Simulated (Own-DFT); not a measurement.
# One host, several defects: wurtzite GaN

Everything here is calculated. The program is Own-DFT (plane waves, in-house, since retired, never reviewed by a person); positions were held fixed, and spin and spin-orbit coupling were off.

All runs used: PBE; PseudoDojo norm-conserving scalar-relativistic files; cutoff 42 hartree; 4 x 4 x 3 k mesh centred on Gamma; Fermi-Dirac smearing of 0.1 eV.

Limits (not all hold for every row): not probed for a lower state with spin; forces not confirmed at this smearing and k mesh; stress not checked against mesh or cutoff.

All runs share one cell, with vectors in Å (9.567, 0.000, 0.000); (-4.784, 8.285, 0.000); (0.000, 0.000, 10.370) and a volume of 822.0 Å³. The atoms are randomly displaced, by u rms on each axis. The defect's site can differ from row to row.

```
cell,formula,u (Å),P (GPa)
no defect,Ga36N36,0.0202,5.94
no defect,Ga36N36,0.0464,6.91
no defect,Ga36N36,0.0502,7.78
one Ga on an N site,Ga37N35,0.0288,11.89
one Ga on an N site,Ga37N35,0.0527,13.63
one Ga on an N site,Ga37N35,0.0542,13.29
one N on a Ga site,Ga35N37,0.0281,?
one N on a Ga site,Ga35N37,0.0317,5.45
one N on a Ga site,Ga35N37,0.0476,6.42
one N on a Ga site,Ga35N37,0.0481,6.70
```

## What the rows give

P = P0 + c u² + a shift for each defect gives P0 = 5.55 GPa, c = 784 ± 100 GPa/Å² and a scatter of 0.25 GPa. The shifts, and each times the cell's volume:

- one Ga on an N site: 5.68 ± 0.21 GPa, 29.1 eV
- one N on a Ga site: -0.82 ± 0.21 GPa, -4.2 eV

Positive is outwards. The product with the volume (160.2 GPa Å³ to the eV) is nearly free of the cell's size; divided by the bulk modulus at the cell's pressure it gives the volume that the defect adds. The atoms around the defects weren't relaxed, which would change these numbers.

## Withheld run

The question: what pressure belongs in the blank (one N on a Ga site, u = 0.0281 Å)?

Estimate: 5.35 ± 0.31 GPa. DFT gave 5.39 GPa.
